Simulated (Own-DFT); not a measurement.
# Biaxial strain at fixed height in diamond-structure SiGeSn with randomly placed atoms, 64 atoms (Ge52Si8Sn4)

Everything here is calculated. The program is Own-DFT (plane waves, in-house, since retired, never reviewed by a person); positions were held fixed, and spin and spin-orbit coupling were off.

All runs used: PBE; PseudoDojo norm-conserving scalar-relativistic files; cutoff 49 hartree; 3 x 3 x 3 k mesh centred on Gamma; Fermi-Dirac smearing of 0.1 eV.

Keep in mind: forces on such cells moved up to 12 meV/angstrom on a denser k mesh; stress not checked against mesh or cutoff.

Unstrained cell vectors in Å: (11.363, 0.000, 0.000); (0.000, 11.363, 0.000); (0.000, 0.000, 11.363). The unstrained cell has measured lattice constants (interpolated for alloys), not those of this functional. That, the random moves and any unrelaxed bonds set the pressure at no strain. Each run strains x and y alike by e, as a substrate would, and holds the height along z. Each coordinate of each atom was shifted by a normal deviate of width 0.05 Å. The random placing of the alloy's atoms differs from row to row. Stress is positive in tension.

```
e (%),u (Å),(s_xx + s_yy)/2 (GPa),s_zz (GPa)
-2.75,0.051,-9.96,-7.89
-2.50,0.052,?,?
-2.25,0.048,-9.07,-7.55
-2.00,0.048,-8.35,-6.77
-1.25,0.048,-7.13,-6.18
-1.00,0.051,-6.46,-5.84
-0.75,0.049,-5.90,-5.36
-0.50,0.055,-5.62,-5.29
2.25,0.050,-1.11,-2.37
2.50,0.050,-0.47,-1.93
```

## Worked fit

With e as a fraction, the in-plane stress is -4.7 + 178 e - 569 e² GPa (errors 3 and 174, scatter 0.13), and s_zz is -4.7 + 112 e - 249 e² GPa (slope ± 3, scatter 0.17). At e = 0 the first slope is C11 + C12 and the second 2 C12, both with the ions held to the strained lattice and at the cell's own pressure. The term in e² is negative: the layer stiffens under compression and softens under tension. A free layer would change its height as e changes, and the in-plane slope would drop by 2 C12²/C11 to the biaxial modulus. At fixed height, a misfit of 1 % moves the in-plane stress by about 1.8 GPa and s_zz by 1.1 GPa.

## Prediction

Question: what are the two stresses at e = -2.50 %?

The fit gives -9.5 and -7.6 GPa. The hidden result is -9.49 and -7.82 GPa.
